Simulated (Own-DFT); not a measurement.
Hf$_{31}$SiO$_{64}$ (monoclinic hafnia with substituted atoms, atoms displaced), Hf$_{16}$O$_{31}$ (monoclinic hafnia with two neutral oxygen vacancies, atoms displaced), Hf$_{32}$O$_{63}$ (monoclinic hafnia with one neutral oxygen vacancy, atoms displaced), Hf$_{16}$O$_{31}$ (monoclinic hafnia with two neutral oxygen vacancies, strained, atoms displaced) (calculated)

Computed with Own-DFT development build. A calculation, not a measurement: plane-wave PBE and HSE06 DFT by an unreviewed code, no spin, of a simulated cell at Gamma alone, so results move with cell size and shape, stress positive in tension, energies less offsets, not probed for a lower state with spin; hafnium file: forces about 75 meV/angstrom off all-electron values; oxygen file: force components 24 meV/angstrom off all-electron in a glass; k mesh not checked against a denser one; forces and stress are PBE's, HSE06 gives the energy alone, and its difference from PBE has offsets of its own; offsets are fitted by least squares, one for each functional and potential file, so energies compare only between cells with the same atoms and settings and are not formation energies; the far tail of each file's local potential was reset to the Coulomb form; each entry is a single point on an unrelaxed cell, so the pressure reflects the starting lattice, mostly measured values, from which strain is counted, and rises with the displacements; printed positions are rounded, which can move forces by about a meV/angstrom; the program is a retired in-house code; no spin-orbit coupling.

Settings shared by all entries: first functional PBE; second functional HSE06; exact exchange share 0.25; screening 0.11 1/bohr; exchange divergence Gygi-Baldereschi; potential files PseudoDojo norm-conserving, scalar-relativistic, made for PBE, standard set; wave cutoff 48 hartree; occupations fixed; k mesh 1 x 1 x 1 centred on Gamma.

(1) Hf$_{31}$SiO$_{64}$ (monoclinic hafnia with substituted atoms, atoms displaced)

```
CELL_PARAMETERS angstrom
10.23400 0.00000 0.00000
0.00000 10.35000 0.00000
-1.69550 0.00000 10.44530
ATOMIC_POSITIONS crystal
Hf 0.13465 0.01860 0.10545
Hf 0.36179 0.26803 0.14532
Hf 0.36121 0.47616 0.39954
Hf 0.13689 0.22771 0.35841
O 0.03423 0.16465 0.17114
O 0.45937 0.41610 0.07862
O 0.46445 0.33421 0.32323
O 0.03827 0.08739 0.42282
O 0.22626 0.38101 0.24513
O 0.27755 0.12680 0.00887
O 0.27450 0.12157 0.26146
O 0.21923 0.37491 0.48504
Hf 0.14024 0.02269 0.60353
Hf 0.36556 0.26441 0.64870
Hf 0.36156 0.48031 0.89697
Hf 0.13381 0.22951 0.85317
O 0.03715 0.16628 0.67468
O 0.46745 0.41695 0.58216
O 0.45969 0.33478 0.82221
O 0.03594 0.07833 0.92590
O 0.22925 0.37655 0.74036
O 0.27346 0.13254 0.50730
O 0.26783 0.11924 0.75966
O 0.22537 0.36782 0.98532
Hf 0.14076 0.51698 0.10639
Hf 0.36342 0.76916 0.14837
Hf 0.36249 0.98316 0.39756
Hf 0.13788 0.72899 0.35170
O 0.03369 0.66828 0.16966
O 0.46190 0.91710 0.07856
O 0.46367 0.82831 0.32837
O 0.03872 0.58638 0.42997
O 0.22644 0.87840 0.24553
O 0.27762 0.63130 0.00620
O 0.27623 0.61914 0.26154
O 0.22591 0.87136 0.49123
Hf 0.13817 0.52009 0.60052
Hf 0.36453 0.77167 0.64267
Hf 0.36063 0.98125 0.89655
Hf 0.14354 0.72495 0.85299
O 0.03803 0.66491 0.67396
O 0.46115 0.91331 0.57475
O 0.46247 0.82588 0.82343
O 0.03669 0.58394 0.92445
O 0.22399 0.87263 0.73800
O 0.27521 0.62961 0.50986
O 0.27586 0.62271 0.76454
O 0.21896 0.87208 0.98697
Hf 0.63818 0.01621 0.10320
Hf 0.85844 0.27218 0.13961
Hf 0.86349 0.47929 0.39602
Hf 0.64086 0.23124 0.35275
O 0.53353 0.16566 0.16997
O 0.95989 0.41417 0.07302
O 0.96315 0.33368 0.32210
O 0.53375 0.08356 0.42166
O 0.72573 0.37996 0.24106
O 0.78211 0.13426 0.00992
O 0.77366 0.12825 0.26486
O 0.72375 0.37083 0.49405
Hf 0.63520 0.02493 0.60088
Si 0.86225 0.26641 0.64844
Hf 0.85752 0.47812 0.89638
Hf 0.63990 0.22930 0.85673
O 0.54006 0.16785 0.68109
O 0.97033 0.41174 0.57604
O 0.96510 0.33552 0.82818
O 0.53777 0.08631 0.91941
O 0.72738 0.38299 0.73715
O 0.77351 0.12835 0.50222
O 0.77833 0.12178 0.76087
O 0.72311 0.37086 0.98850
Hf 0.63951 0.52060 0.10593
Hf 0.86492 0.76749 0.14772
Hf 0.86335 0.98300 0.39547
Hf 0.63566 0.72674 0.35446
O 0.53807 0.66412 0.17334
O 0.96022 0.91715 0.07483
O 0.96924 0.83153 0.32570
O 0.54282 0.58259 0.42502
O 0.72028 0.87559 0.23556
O 0.77519 0.62930 0.00389
O 0.77596 0.61969 0.26104
O 0.72365 0.87220 0.48836
Hf 0.64230 0.52367 0.60543
Hf 0.86631 0.77067 0.65057
Hf 0.86257 0.97852 0.89526
Hf 0.63263 0.72485 0.85921
O 0.54059 0.66023 0.67142
O 0.96654 0.91604 0.57569
O 0.96445 0.83259 0.82565
O 0.53627 0.58845 0.92421
O 0.72273 0.87701 0.74024
O 0.77643 0.63138 0.50891
O 0.77705 0.62485 0.76169
O 0.72797 0.87008 0.99393
```

* PBE energy of cell above offsets: -90.211 eV
* HSE06 less PBE above offsets: 0.138 eV
* PBE pressure: 3 GPa
* PBE stress xx: -2.81 GPa
* PBE stress yy: -2.65 GPa
* PBE stress zz: -3.55 GPa
* PBE stress yz: 0.19 GPa
* PBE stress xz: 0.06 GPa
* PBE stress xy: 0.33 GPa

Force:
```tsv
element	x (eV/Å)	y (eV/Å)	z (eV/Å)
Hf	0.273	-0.003	-0.153
Hf	-0.213	0.062	0.189
Hf	0.804	0.282	0.009
Hf	0.099	1.304	-1.591
O	-0.222	0.301	0.178
O	1.07	0.639	-0.154
O	0.258	-0.036	0.547
O	-1.106	-1.073	0.318
O	-0.235	-0.278	-0.939
O	-0.093	-0.096	0.114
O	0.07	-0.005	0.004
O	0.46	-0.456	0.506
Hf	-0.637	-1.381	0.117
Hf	-0.335	2.103	-0.199
Hf	-0.123	-0.364	-0.677
Hf	0.185	0.042	0.417
O	-2.754	1.264	-0.882
O	-0.665	-0.609	-0.591
O	1.347	-0.347	1.177
O	0.242	0.731	-0.557
O	-0.507	0.1	-0.391
O	0.604	-0.44	0.652
O	0.857	-0.262	-0.115
O	-0.555	0.473	0.792
Hf	-0.471	0.464	-0.862
Hf	-0.349	0.077	-0.206
Hf	-0.442	-1.147	-0.837
Hf	0.527	0.17	0.784
O	0.919	-0.985	0.188
O	0.433	0.135	-0.265
O	-0.231	0.581	0.137
O	-0.935	-0.246	-1.171
O	-0.027	0.089	-0.776
O	-0.031	-0.422	1.165
O	0.054	0.085	-0.411
O	-0.307	0.241	-0.315
Hf	0.298	-0.204	1.508
Hf	-0.552	-1.15	0.446
Hf	-0.266	-0.903	-0.167
Hf	-1.109	0.593	0.249
O	-0.309	-0.028	-0.157
O	1.297	1.32	0.162
O	-0.431	1.304	0.816
O	-0.277	-0.518	0.2
O	0.205	1.072	-0.163
O	0.498	-0.023	0.031
O	0.699	-0.725	-0.678
O	0.578	0.014	0.433
Hf	0.086	0.405	0.195
Hf	0.773	-0.277	1.489
Hf	0.04	-0.409	0.659
Hf	-0.736	0.641	0.087
O	0.367	-0.258	-0.007
O	1.05	0.544	0.435
O	0.18	0.27	0.335
O	0.183	0.328	0.183
O	-0.435	0.083	-0.368
O	-0.806	-0.957	-0.258
O	0.525	-1.137	-0.86
O	0.893	-0.834	-0.174
Hf	0.81	-1.444	0.633
Si	1.685	1.05	1.075
Hf	1.146	1.195	-0.918
Hf	0.055	0.618	-0.391
O	-0.378	-0.58	-1.084
O	-2.098	-1.873	0.582
O	-0.601	-0.97	-1.639
O	-0.577	-0.959	0.47
O	0.894	-1.711	-0.06
O	0.526	1.243	2.283
O	0.767	1.302	-1.453
O	-0.673	0.329	0.051
Hf	-0.326	-0.07	-0.068
Hf	-0.73	0.564	-0.62
Hf	-0.033	-1.153	0.119
Hf	0.85	0.568	0.592
O	-0.591	0.219	-0.301
O	0.464	-0.159	0.719
O	-0.903	0.877	0.144
O	-1.3	-0.708	-0.433
O	0.433	0.615	0.48
O	-0.085	-0.323	1.394
O	0.339	-0.015	-0.361
O	0.101	0.419	-0.143
Hf	0.461	-0.478	-0.244
Hf	-0.587	0.045	-0.508
Hf	0.072	-0.887	-0.255
Hf	2.01	1.556	-1.618
O	-1.464	1.337	0.487
O	0.221	0.528	-0.239
O	0.31	0.211	0.379
O	-1.295	-1.865	0.746
O	-0.182	0.931	-0.309
O	0.538	-0.194	0.246
O	0.135	-0.533	0.157
O	-0.706	0.175	-0.51
```

(2) Hf$_{16}$O$_{31}$ (monoclinic hafnia with two neutral oxygen vacancies, atoms displaced)

```
CELL_PARAMETERS angstrom
10.23400 0.00000 0.00000
0.00000 10.35000 0.00000
-1.69550 0.00000 10.44530
ATOMIC_POSITIONS crystal
Hf 0.13949 0.02251 0.10544
Hf 0.36367 0.26846 0.14773
Hf 0.36524 0.48042 0.39609
Hf 0.14097 0.22787 0.35451
O 0.03456 0.16718 0.16731
O 0.46375 0.41519 0.07605
O 0.46259 0.33749 0.32443
O 0.03745 0.08157 0.41877
O 0.22903 0.37892 0.24230
O 0.27830 0.11710 0.26211
O 0.22370 0.37399 0.48766
Hf 0.13753 0.01985 0.60330
Hf 0.36509 0.27079 0.64507
Hf 0.36039 0.48149 0.89181
Hf 0.13689 0.22976 0.85253
O 0.03141 0.16378 0.67293
O 0.46802 0.41454 0.57834
O 0.46477 0.33608 0.82623
O 0.03869 0.08295 0.92407
O 0.22719 0.38470 0.74325
O 0.27889 0.13370 0.50938
O 0.27627 0.12715 0.76063
Hf 0.13840 0.51976 0.10434
Hf 0.36275 0.77228 0.14480
Hf 0.35998 0.97947 0.39626
Hf 0.13595 0.72940 0.34808
O 0.03508 0.66490 0.17336
O 0.46523 0.92074 0.07998
O 0.46143 0.83381 0.32250
O 0.03359 0.58173 0.41963
O 0.22331 0.88527 0.23757
O 0.27016 0.63190 0.00685
O 0.27324 0.61634 0.26342
O 0.22371 0.87526 0.48984
Hf 0.13602 0.52163 0.60211
Hf 0.36074 0.77273 0.65144
Hf 0.36075 0.98096 0.89660
Hf 0.13102 0.72757 0.85057
O 0.03593 0.67062 0.67219
O 0.46247 0.91438 0.57582
O 0.45757 0.83190 0.82434
O 0.03488 0.58441 0.92191
O 0.22459 0.87945 0.73657
O 0.27264 0.62618 0.51257
O 0.27068 0.62296 0.75652
O 0.22916 0.86748 0.98788
Hf 0.63853 0.01628 0.10936
Hf 0.86207 0.26578 0.14563
Hf 0.86257 0.47621 0.39366
Hf 0.63421 0.23326 0.35674
O 0.53410 0.16976 0.17323
O 0.96696 0.41724 0.07557
O 0.95930 0.33330 0.31880
O 0.53905 0.08275 0.41960
O 0.72123 0.37467 0.23542
O 0.77367 0.12916 0.01067
O 0.77084 0.12345 0.25675
O 0.72664 0.36976 0.49109
Hf 0.64013 0.02011 0.60932
Hf 0.86369 0.26895 0.64910
Hf 0.86347 0.48181 0.89590
Hf 0.64107 0.22868 0.85370
O 0.53836 0.16234 0.67259
O 0.96716 0.41890 0.57396
O 0.96490 0.33293 0.82658
O 0.53852 0.08841 0.92429
O 0.73074 0.37798 0.73376
O 0.77651 0.13543 0.50815
O 0.77561 0.12479 0.76291
O 0.72660 0.37547 0.98922
Hf 0.64014 0.52303 0.10236
Hf 0.86066 0.77008 0.14578
Hf 0.86172 0.98294 0.39478
Hf 0.64483 0.73519 0.34886
O 0.53538 0.66407 0.17210
O 0.96609 0.91991 0.07937
O 0.96039 0.83517 0.32735
O 0.53965 0.58622 0.42557
O 0.72990 0.88214 0.24351
O 0.77459 0.63065 0.00777
O 0.77500 0.61578 0.25914
O 0.72323 0.87193 0.49118
Hf 0.63486 0.51837 0.60310
Hf 0.86316 0.76895 0.64608
Hf 0.86092 0.98375 0.89759
Hf 0.63463 0.73038 0.85323
O 0.54056 0.66659 0.67054
O 0.96254 0.91735 0.57888
O 0.96199 0.83897 0.82219
O 0.53655 0.58368 0.92160
O 0.72713 0.88154 0.74211
O 0.77579 0.62249 0.51159
O 0.77437 0.62443 0.75922
O 0.72243 0.87434 0.98815
```

* PBE energy of cell above offsets: -91.863 eV
* HSE06 less PBE above offsets: 0.407 eV
* PBE pressure: 3.89 GPa
* PBE stress xx: -4.14 GPa
* PBE stress yy: -3.77 GPa
* PBE stress zz: -3.76 GPa
* PBE stress yz: -0.4 GPa
* PBE stress xz: -0.29 GPa
* PBE stress xy: 0.61 GPa

Force:
```tsv
element	x (eV/Å)	y (eV/Å)	z (eV/Å)
Hf	0.176	0.394	-0.516
Hf	0.12	0.623	-0.975
Hf	-0.325	0.57	0.276
Hf	-0.346	0.867	-0.51
O	0.485	-0.04	0.693
O	-0.25	0.262	-0.163
O	0.581	-0.348	0.68
O	-0.068	0.108	0.137
O	-0.663	-0.22	-0.892
O	-0.291	0.898	-0.484
O	0.004	-0.485	0.188
Hf	-0.19	-0.029	0.037
Hf	-0.339	0.462	0.591
Hf	-0.044	-0.647	0.758
Hf	0.251	0.254	0.537
O	0.674	-0.283	-0.15
O	-0.461	-0.297	-0.328
O	0.659	-0.385	-0.237
O	0.046	0.099	-0.376
O	-0.397	-0.567	-0.373
O	-0.282	-0.427	0.039
O	0.021	-0.736	0.449
Hf	0.361	-0.474	0.039
Hf	-0.245	-0.337	-0.046
Hf	0.912	-0.339	0.231
Hf	-0.032	-0.152	1.429
O	-0.486	0.521	-0.356
O	-0.18	-0.332	-0.271
O	0.66	-0.134	0.336
O	0.212	0.591	-0.284
O	-0.024	-1.327	0.288
O	0.393	-0.585	0.487
O	0.249	0.922	-0.629
O	-0.294	-0.459	-0.385
Hf	0.467	-0.008	-0.08
Hf	0.174	-0.936	-1.88
Hf	0.177	0.48	-0.135
Hf	0.809	0.696	0.496
O	-0.254	-0.298	-0.371
O	0.703	0.516	0.287
O	0.842	0.226	1.091
O	-0.304	-0.171	0.057
O	-0.532	0.677	0.327
O	0.402	0.741	-0.307
O	0.295	0.13	0.575
O	-0.266	0.75	-0.033
Hf	-0.118	1.905	-0.894
Hf	-0.455	1.164	-0.494
Hf	-0.513	-0.029	0.442
Hf	0.651	-0.089	-0.436
O	0.209	-0.781	-0.269
O	0.07	-0.118	0.029
O	1.248	-0.567	0.951
O	-0.68	-0.483	0.449
O	-0.132	0.52	0.147
O	0.292	-0.232	-0.08
O	0.445	-0.557	0.562
O	-0.187	0.151	-0.442
Hf	0.01	-0.42	-1.44
Hf	-0.004	0.93	-1.311
Hf	-0.375	-0.451	-0.417
Hf	-0.73	1.044	0.55
O	-0.766	0.694	0.131
O	-0.421	-0.844	0.391
O	0.28	0.253	0.479
O	-1.044	-0.898	0.011
O	-0.808	0.251	0.949
O	-0.003	-1.031	0.433
O	0.458	-0.442	-0.113
O	-0.014	-0.475	-0.481
Hf	-0.676	-1.455	0.011
Hf	0.902	0.348	-0.44
Hf	-0.142	0.318	0.823
Hf	-1.512	-1.389	1.554
O	-0.238	0.748	-0.038
O	-0.699	-0.831	-0.119
O	0.643	-0.578	-0.09
O	-0.5	0.103	-0.805
O	-0.595	-0.547	-0.536
O	0.359	0.35	0.356
O	0.222	0.996	-0.307
O	0.159	-0.095	-0.408
Hf	1.392	0.673	0.001
Hf	-0.911	-0.023	-0.498
Hf	0.524	-0.481	0.04
Hf	0.612	-0.354	-0.427
O	-1.217	0.77	0.527
O	0.486	0.508	-0.445
O	0.495	-0.245	0.729
O	-0.165	0.3	-0.082
O	-0.542	0.162	-0.103
O	0.507	0.958	-0.311
O	0.277	-0.276	0.605
O	-0.19	-0.226	0.563
```

(3) Hf$_{32}$O$_{63}$ (monoclinic hafnia with one neutral oxygen vacancy, atoms displaced)

```
CELL_PARAMETERS angstrom
10.23400 0.00000 0.00000
0.00000 10.35000 0.00000
-1.69550 0.00000 10.44530
ATOMIC_POSITIONS crystal
Hf 0.13466 0.01645 0.10334
Hf 0.35757 0.27463 0.14706
Hf 0.35192 0.47337 0.40224
Hf 0.13880 0.22644 0.35916
O 0.03082 0.15548 0.17168
O 0.45625 0.41471 0.07135
O 0.46269 0.33677 0.33042
O 0.03709 0.08216 0.42134
O 0.22403 0.38661 0.24225
O 0.26711 0.13212 0.00279
O 0.27749 0.12040 0.26428
O 0.22361 0.37125 0.49230
Hf 0.13267 0.01205 0.61703
Hf 0.35919 0.27027 0.64257
Hf 0.35731 0.48684 0.89039
Hf 0.13542 0.23279 0.85479
O 0.03946 0.17176 0.68147
O 0.46448 0.42076 0.58129
O 0.47305 0.33332 0.82620
O 0.04231 0.09143 0.91939
O 0.22386 0.37877 0.73655
O 0.26910 0.12822 0.50335
O 0.27090 0.11280 0.75943
O 0.23062 0.36656 0.99538
Hf 0.14572 0.52098 0.10360
Hf 0.36529 0.77657 0.15663
Hf 0.36068 0.97802 0.39764
Hf 0.14414 0.73056 0.35327
O 0.03453 0.65972 0.17707
O 0.46681 0.91958 0.08145
O 0.45680 0.83797 0.32288
O 0.03995 0.58024 0.42526
O 0.22528 0.88678 0.24636
O 0.27004 0.62962 0.00136
O 0.26512 0.62560 0.25834
O 0.22971 0.86472 0.49116
Hf 0.14019 0.52061 0.60485
Hf 0.36273 0.77986 0.64534
Hf 0.36726 0.98343 0.89326
Hf 0.13669 0.71820 0.84506
O 0.03896 0.65981 0.67789
O 0.46205 0.92355 0.57870
O 0.46490 0.82925 0.82510
O 0.03112 0.58338 0.92463
O 0.22133 0.87874 0.74119
O 0.27975 0.63387 0.50880
O 0.27598 0.62506 0.76350
O 0.22247 0.86672 0.98531
Hf 0.63883 0.01636 0.09703
Hf 0.86502 0.27167 0.14339
Hf 0.85635 0.48772 0.38484
Hf 0.64250 0.22769 0.36778
O 0.53228 0.16586 0.17509
O 0.96466 0.40982 0.08274
O 0.95867 0.32259 0.31878
O 0.53235 0.08313 0.42823
O 0.72091 0.38212 0.23833
O 0.76958 0.13093 0.01140
O 0.77366 0.12060 0.25835
O 0.73268 0.37403 0.48832
Hf 0.63794 0.02568 0.60911
Hf 0.86175 0.27776 0.64906
Hf 0.86352 0.48741 0.90098
Hf 0.63611 0.23305 0.85064
O 0.53766 0.16717 0.66920
O 0.96096 0.40879 0.57833
O 0.95926 0.33859 0.82702
O 0.54048 0.08606 0.92213
O 0.72039 0.37592 0.73874
O 0.77139 0.13035 0.50581
O 0.77045 0.12299 0.75563
O 0.72248 0.37194 0.98728
Hf 0.63374 0.52652 0.10147
Hf 0.86806 0.77032 0.14949
Hf 0.86825 0.98611 0.40294
Hf 0.63519 0.72531 0.34747
O 0.54164 0.66353 0.17674
O 0.96227 0.83127 0.32012
O 0.53829 0.57892 0.42016
O 0.73407 0.87670 0.23776
O 0.78144 0.63521 0.00933
O 0.77607 0.63020 0.25482
O 0.73064 0.86902 0.49400
Hf 0.63943 0.52188 0.59702
Hf 0.85383 0.77415 0.64605
Hf 0.86522 0.98192 0.90191
Hf 0.64566 0.72338 0.86087
O 0.53078 0.66361 0.67032
O 0.95726 0.91964 0.58041
O 0.96323 0.83261 0.82486
O 0.53917 0.58325 0.92848
O 0.72496 0.88052 0.73726
O 0.77387 0.61986 0.50558
O 0.77685 0.61722 0.76161
O 0.71825 0.87386 0.98615
```

- PBE energy of cell above offsets: -90.316 eV
- HSE06 less PBE above offsets: -0.013 eV
- PBE pressure: 5.65 GPa
- PBE stress xx: -5.53 GPa
- PBE stress yy: -5.24 GPa
- PBE stress zz: -6.17 GPa
- PBE stress yz: 0.47 GPa
- PBE stress xz: -0.58 GPa
- PBE stress xy: -0.43 GPa

Force:
```tsv
element	x (eV/Å)	y (eV/Å)	z (eV/Å)
Hf	0.786	0.599	-0.778
Hf	1.774	-1.826	0.542
Hf	2.333	1.209	-1.053
Hf	-0.534	-0.236	-1.681
O	0.481	-0.004	0.14
O	1.38	1.375	0.369
O	-0.058	-0.065	0.426
O	-0.228	-0.555	0.919
O	-0.434	-0.664	0.251
O	1.065	-0.52	1.17
O	-0.399	0.633	-0.379
O	-0.441	-0.464	0.074
Hf	0.48	2.057	-1.451
Hf	0.952	-0.46	0.748
Hf	1.319	-2.079	1.27
Hf	0.624	0.409	0.291
O	-0.394	-1.009	-1.553
O	-0.739	-0.846	-0.346
O	-2.422	1.132	-0.528
O	-2.872	-2.374	0.777
O	0.407	0.262	0.461
O	0.297	0.148	1.771
O	0.871	1.004	-0.29
O	-1.221	1.356	-1.181
Hf	-1.409	-0.079	-0.114
Hf	-0.842	-0.074	-3.103
Hf	-0.275	2.084	0.354
Hf	-1.727	-0.217	0.424
O	-0.24	0.223	-0.514
O	-0.802	-0.768	-0.423
O	2.071	-1.174	1.001
O	-0.278	0.127	-0.355
O	-0.537	-1.019	-0.851
O	0.732	-0.561	1.067
O	1.961	-0.363	-0.115
O	-0.998	1.023	0.238
Hf	-1.093	-0.118	-0.72
Hf	1.031	-1.482	0.331
Hf	-0.778	-0.811	1.137
Hf	-0.72	2.732	2.781
O	-1.358	0.174	-1.521
O	0.175	-0.352	0.388
O	0.111	0.63	0.697
O	0.72	0.112	0.294
O	0.184	-0.611	-0.183
O	-0.322	-0.827	0.393
O	0.812	-0.625	-1.313
O	0.306	0.54	0.833
Hf	0.118	1.927	2.622
Hf	-1.936	-1.242	0.206
Hf	1.095	-2.072	0.869
Hf	-0.853	0.086	-3.731
O	-0.101	0.026	-0.027
O	1.715	1.968	-0.939
O	0.415	1.313	1.914
O	0.248	0.217	-0.263
O	0.071	0.673	0.011
O	1.26	-0.412	-0.695
O	-0.147	-0.146	0.942
O	-1.01	-0.164	-0.127
Hf	0.524	-0.939	-0.775
Hf	-0.459	-1.082	0.192
Hf	-0.782	-2.373	-0.316
Hf	1.4	0.206	0.841
O	-1.645	0.895	-0.042
O	2.233	2.097	-0.818
O	0.642	0.047	0.558
O	-1.457	-0.934	-0.595
O	0.102	0.875	-0.68
O	0.764	-0.205	1.213
O	0.834	-0.482	0.792
O	0.177	0.691	0.205
Hf	0.845	-3.306	0.271
Hf	0.305	1.17	-0.795
Hf	-1.345	-0.622	-2.648
Hf	0.839	1.191	1.858
O	-2.315	1.336	-0.446
O	1.257	0.492	1.444
O	-0.79	0.437	-0.572
O	-1.278	0.267	0.09
O	-0.475	-0.545	0.239
O	0.063	-1.055	0.467
O	-0.893	-0.415	-0.865
Hf	-0.872	-0.504	1.425
Hf	0.349	-0.719	0.31
Hf	0.232	0.169	-1.077
Hf	-1.087	1.269	-2.063
O	0.671	0.136	0.322
O	1.097	-0.016	0.643
O	-0.208	0.434	0.258
O	-0.68	0.333	-0.973
O	-0.347	-0.5	0.589
O	0.8	1.457	0.027
O	-0.153	0.761	-0.544
O	1.031	-0.391	-0.021
```

(4) Hf$_{16}$O$_{31}$ (monoclinic hafnia with two neutral oxygen vacancies, strained, atoms displaced)

```
CELL_PARAMETERS angstrom
10.28190 0.05030 0.05760
0.05090 10.15210 -0.18390
-1.64470 -0.19390 10.28240
ATOMIC_POSITIONS crystal
Hf 0.14216 0.02105 0.11094
Hf 0.35504 0.27203 0.14169
Hf 0.37266 0.47995 0.40803
Hf 0.13185 0.23162 0.34902
O 0.03403 0.17258 0.18492
O 0.45908 0.41539 0.07584
O 0.45709 0.32750 0.32942
O 0.22675 0.37676 0.23702
O 0.27801 0.12756 0.00929
O 0.28135 0.10935 0.26652
O 0.22950 0.37288 0.49184
Hf 0.13564 0.01404 0.59946
Hf 0.36429 0.26807 0.64761
Hf 0.35883 0.48306 0.89362
Hf 0.13762 0.22882 0.85245
O 0.04115 0.16945 0.67739
O 0.46668 0.41544 0.57633
O 0.45990 0.32970 0.82942
O 0.02647 0.08733 0.91986
O 0.22607 0.37871 0.73790
O 0.27112 0.13081 0.51303
O 0.27799 0.12591 0.76275
O 0.22498 0.37494 0.98493
Hf 0.13442 0.51910 0.10868
Hf 0.37027 0.76263 0.13590
Hf 0.35841 0.98052 0.39553
Hf 0.14157 0.73194 0.36030
O 0.03213 0.66549 0.17274
O 0.46025 0.91518 0.07864
O 0.45879 0.83046 0.31740
O 0.03959 0.58608 0.42410
O 0.22147 0.87874 0.23449
O 0.27706 0.63024 0.01169
O 0.27451 0.61909 0.24929
O 0.22724 0.87104 0.49184
Hf 0.13449 0.51843 0.59723
Hf 0.36585 0.76557 0.64292
Hf 0.37081 0.97531 0.89945
Hf 0.13618 0.72552 0.85023
O 0.04479 0.66699 0.67749
O 0.46226 0.91748 0.57281
O 0.45884 0.83642 0.82562
O 0.04340 0.57312 0.92241
O 0.22097 0.88190 0.73675
O 0.26688 0.63198 0.50991
O 0.28126 0.61252 0.75084
O 0.22006 0.87568 0.99110
Hf 0.63890 0.02053 0.10614
Hf 0.86149 0.26196 0.14016
Hf 0.86501 0.47923 0.40387
Hf 0.63102 0.23432 0.35283
O 0.54306 0.15974 0.17277
O 0.96184 0.42128 0.07875
O 0.96068 0.32813 0.32660
O 0.54095 0.08394 0.42060
O 0.71884 0.38495 0.22773
O 0.77533 0.12482 0.01432
O 0.77453 0.11477 0.25266
O 0.72288 0.37242 0.48754
Hf 0.63260 0.02226 0.60080
Hf 0.85874 0.27091 0.63760
Hf 0.86773 0.47937 0.89196
Hf 0.64278 0.23099 0.85750
O 0.54606 0.16601 0.67412
O 0.96711 0.41923 0.57332
O 0.97204 0.33789 0.83827
O 0.53938 0.08764 0.92970
O 0.72362 0.37623 0.73862
O 0.77799 0.12595 0.51706
O 0.76896 0.12698 0.75750
O 0.72960 0.37366 0.98789
Hf 0.63449 0.52820 0.09584
Hf 0.86829 0.76282 0.14615
Hf 0.86637 0.98622 0.39377
Hf 0.64300 0.72901 0.35651
O 0.53984 0.67010 0.16915
O 0.96489 0.91815 0.07611
O 0.96330 0.82650 0.31831
O 0.54335 0.58342 0.42866
O 0.72502 0.87479 0.22998
O 0.77556 0.62864 0.00419
O 0.77188 0.61669 0.26417
O 0.72378 0.87491 0.49884
Hf 0.62901 0.53215 0.60335
Hf 0.85649 0.76864 0.64968
Hf 0.86401 0.97823 0.89539
Hf 0.63505 0.73193 0.85516
O 0.53224 0.67430 0.65971
O 0.96644 0.84278 0.82713
O 0.53938 0.57226 0.92516
O 0.72559 0.87944 0.74455
O 0.77664 0.62856 0.51355
O 0.76823 0.61818 0.76282
O 0.72235 0.86666 0.99255
```

* PBE energy of cell above offsets: -84.513 eV
* HSE06 less PBE above offsets: -0.242 eV
* PBE pressure: 13.62 GPa
* PBE stress xx: -9.38 GPa
* PBE stress yy: -16.1 GPa
* PBE stress zz: -15.36 GPa
* PBE stress yz: -5.72 GPa
* PBE stress xz: 0.1 GPa
* PBE stress xy: 2.85 GPa

Force:
```tsv
element	x (eV/Å)	y (eV/Å)	z (eV/Å)
Hf	-0.398	-1.347	-1.591
Hf	1.842	0.061	-0.566
Hf	-2.037	0.213	-2.541
Hf	1.05	0.041	2.837
O	1.088	-1.909	-2.308
O	0.483	0.09	0.636
O	0.519	0.032	0.088
O	-0.865	-0.305	0.626
O	-0.92	0.277	0.783
O	-0.704	2.509	-1.467
O	0.062	0.014	-0.69
Hf	-0.009	1.033	0.98
Hf	-0.585	-0.402	0.783
Hf	-0.39	-1.562	0.253
Hf	0.563	-0.393	0.909
O	-1.109	-0.474	-1.988
O	0.454	0.226	0.803
O	0.855	-0.027	-0.091
O	0.943	0.562	0.828
O	-0.512	0.027	-0.217
O	-0.613	-0.666	-0.638
O	0.794	-0.789	-0.235
O	-0.237	-0.329	0.648
Hf	0.865	-0.51	-0.94
Hf	-2.328	1.759	1.625
Hf	0.919	-1.047	-0.274
Hf	-0.084	-0.001	-2.346
O	1.111	-0.565	0.262
O	1.019	0.541	-0.485
O	0.835	-0.019	1.749
O	-1.172	-0.468	-0.649
O	-0.171	-0.843	1.006
O	-0.331	-0.797	-1.809
O	0.132	0.029	2.077
O	0.083	0.193	-0.322
Hf	1.691	-0.746	1.399
Hf	-2.712	2.28	-0.23
Hf	-2.785	3.281	0.269
Hf	0.686	1.049	1.662
O	-2.216	0.675	-1.108
O	0.063	-0.39	0.656
O	2.226	-2.722	-0.658
O	0.148	1.626	-0.659
O	0.122	-0.869	0.194
O	1.422	-0.337	-0.456
O	0.101	1.366	0.616
O	0.402	-0.552	-0.942
Hf	0.742	-1.915	-0.609
Hf	-1.294	3.013	0.294
Hf	-0.617	0.277	-2.769
Hf	0.96	-0.575	-0.968
O	-2.696	2.504	0.698
O	-0.104	-0.811	0.722
O	-0.395	0.537	1.053
O	-0.82	-0.293	-0.048
O	0.254	-1.467	1.385
O	0.104	-0.09	-0.968
O	0.815	1.027	1.743
O	0.374	0.175	0.137
Hf	1.183	-0.883	0.553
Hf	0.372	-0.2	2.164
Hf	-1.535	0.02	1.119
Hf	-0.801	0.358	0.173
O	-2.773	1.8	-0.179
O	-0.884	-0.946	0.939
O	-0.153	-1.146	-1.955
O	-0.48	-0.48	-0.875
O	0.327	0.641	-0.642
O	0.363	-0.009	-1.53
O	1.618	-0.888	0.551
O	0.102	-0.516	-0.434
Hf	1.594	-3.319	1.681
Hf	-1.41	1.585	-1.409
Hf	-0.282	-1.122	-0.107
Hf	-0.277	1.627	-1.053
O	0.076	0.182	0.575
O	-0.092	-0.211	0.433
O	-0.167	1.725	2.643
O	-0.873	0.363	-1.594
O	-0.501	-0.458	1.979
O	-0.226	0.127	0.375
O	0.678	0.721	-0.01
O	1.514	-1.255	-1.232
Hf	3.199	-4.154	1.126
Hf	1.241	1.218	-0.257
Hf	-1.153	1.727	0.974
Hf	0.739	0.032	1.235
O	0.12	0.995	1.666
O	1.316	-2.426	-1.143
O	-0.342	2.1	-2.709
O	-0.657	-0.464	-0.391
O	0.081	0.236	0.212
O	0.335	0.93	-0.806
O	0.123	-0.115	-1.219
```
